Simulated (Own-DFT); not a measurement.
# How strain changes the stress of 2H SiC, 32 atoms (C16Si16)

Calculated results; nothing here was measured. They come from Own-DFT, an in-house plane-wave density functional program, since retired, whose code no person has reviewed. Each row is one single-point run on a periodic cell that was not relaxed, without spin or spin-orbit coupling.

Settings of every run: PBE; PseudoDojo norm-conserving scalar-relativistic files; cutoff 42 hartree; 5 x 5 x 3 k mesh centred on Gamma; Fermi-Dirac smearing of 0.1 eV.

Known limits: forces on such cells passed a denser k mesh, each cell not checked; stress not checked against mesh or cutoff.

Unstrained cell vectors in Å: (6.165, 0.000, 0.000); (-3.083, 5.339, 0.000); (0.000, 0.000, 10.068). The unstrained cell has measured lattice constants (interpolated for alloys), not those of this functional. That, the random moves and any unrelaxed bonds set the pressure at no strain. Each run strains this cell uniformly, with the atoms carried along. Every atom was also moved at random, by a Gaussian of width 0.05 Å on each axis. Strain is the symmetric tensor, in per cent. Stress is positive in tension, and the pressure is minus a third of its trace.

| run | e_xx (%) | e_yy (%) | e_zz (%) | e_yz (%) | e_xz (%) | e_xy (%) | s_xx (GPa) | s_yy (GPa) | s_zz (GPa) | s_yz (GPa) | s_xz (GPa) | s_xy (GPa) | P (GPa) | E (meV/atom) |
|---|---|---|---|---|---|---|---|---|---|---|---|---|---|---|
| 1 | -1.32 | -0.33 | 0.27 | 1.04 | -1.81 | -1.88 | -8.67 | -9.18 | -6.69 | 3.03 | -6.27 | -8.68 | 8.18 | 16.9 |
| 2 | 0.05 | -1.45 | -1.29 | 0.23 | -1.42 | -1.48 | -7.44 | -10.43 | -18.81 | 2.03 | -3.32 | -7.72 | 12.23 | 44.8 |
| 3 | -1.83 | -1.56 | -0.49 | 0.27 | -0.74 | -1.19 | -17.53 | -17.03 | -13.17 | -0.50 | -3.08 | -8.07 | 15.91 | 66.8 |
| 4 | 0.17 | -1.65 | -0.18 | -1.70 | -1.85 | 1.35 | -5.58 | -14.94 | -9.55 | -6.61 | -6.80 | 6.39 | 10.02 | 41.6 |
| 5 | -1.90 | 0.13 | 1.82 | 0.33 | -0.79 | 1.28 | -15.56 | -4.96 | 2.64 | 1.84 | -3.39 | 8.41 | 5.96 | 22.5 |
| 6 | -1.52 | 1.87 | 1.94 | -0.58 | -0.96 | 1.94 | -13.28 | 4.29 | 4.85 | -1.73 | -2.92 | 9.47 | 1.38 | 34.6 |
| 7 | 0.03 | -1.22 | -0.31 | -1.49 | 1.99 | 1.48 | -6.39 | -9.81 | -11.53 | -4.25 | 7.19 | 7.88 | 9.24 | 39.8 |
| 8 | -0.25 | 0.12 | 1.84 | -0.56 | -0.66 | 1.53 | -9.02 | -2.31 | 4.06 | -0.91 | -2.92 | 6.43 | 2.43 | 28.5 |
| 9 | -1.96 | -1.58 | -0.05 | -0.42 | 0.55 | 1.58 | -19.22 | -12.93 | -13.28 | -1.18 | 0.22 | 10.27 | 15.14 | 66.9 |
| 10 | -0.47 | 0.38 | -0.08 | 0.76 | 1.44 | 1.93 | -8.23 | -3.73 | -6.44 | 2.82 | 6.24 | 7.86 | 6.14 | 36.8 |
| 11 | 1.33 | 0.98 | 0.96 | -0.29 | 1.77 | 0.34 | 1.96 | 3.70 | -1.95 | -0.50 | 4.29 | 2.25 | -1.24 | 19.6 |
| 12 | 1.08 | 1.58 | 0.13 | -1.06 | 0.31 | 1.47 | 4.86 | 2.32 | -5.45 | -3.08 | 1.17 | 6.43 | -0.57 | 11.6 |
| 13 | -0.34 | -1.61 | -0.44 | 0.84 | -0.93 | 0.99 | -9.36 | -14.53 | -10.66 | 2.52 | -3.57 | 5.96 | 11.52 | 33.9 |
| 14 | 1.84 | 1.97 | -1.78 | -1.84 | 0.85 | -1.44 | 4.03 | 7.41 | -16.18 | -6.22 | 3.63 | -7.04 | 1.58 | 36.9 |
| 15 | 0.22 | -0.38 | -1.06 | 1.23 | 0.92 | 1.41 | -1.92 | -9.61 | -15.09 | 6.04 | 2.10 | 7.00 | 8.88 | 46.5 |
| 16 | 0.39 | 0.32 | 0.65 | -1.17 | 1.48 | -0.83 | -3.59 | -2.29 | -0.27 | -3.27 | 5.12 | -3.94 | 2.05 | 0.0 |
| 17 | -0.44 | 0.79 | -1.46 | -1.53 | -1.58 | -0.52 | -5.68 | -0.83 | -15.93 | -4.95 | -4.44 | -2.08 | 7.48 | 15.4 |
| 18 | -1.48 | 1.32 | 0.22 | -1.36 | 1.90 | 1.51 | ? | ? | ? | ? | ? | ? | ? | ? |

E is the free energy for each atom above the lowest run shown.

## Worked fit

Each stress component was fitted by least squares to a constant and the strains of the runs shown, as fractions, with shears doubled. Shear strains stay in the fit of a normal stress only where such slopes are resolved. The slopes, in GPa:

```
stress,at no strain,per e_xx,per e_yy,per e_zz,scatter
s_xx,-5.5,521 ± 56,109 ± 48,-37 ± 52,2.01
s_yy,-4.8,115 ± 48,515 ± 42,59 ± 46,1.75
s_zz,-7.8,64 ± 41,94 ± 36,635 ± 39,1.50
```

Each shear stress against twice its own strain: yz 181 ± 12, xz 164 ± 11, xy 248 ± 16 GPa. These are stiffnesses along x, y and z of the frame in which the cell vectors are given, which need not be the crystal's axes. The atoms are held to the strained lattice; where symmetry lets them move under strain, relaxing them would lower some slopes. The table should be nearly symmetric about its diagonal, and what it lacks of that shows the noise. A ninth of its sum, 231 ± 7 GPa, estimates the bulk modulus near the mean pressure of these runs, 6.8 GPa, so it lies above the value at zero pressure.

## Withheld run

Question: what normal stresses and pressure should run 18 give?

The fit gives s_xx = -11.8, s_yy = 0.5, s_zz = -6.1 and P = 5.8 GPa. The calculation gave -11.64, 3.30, -6.41 and P = 4.91 GPa.
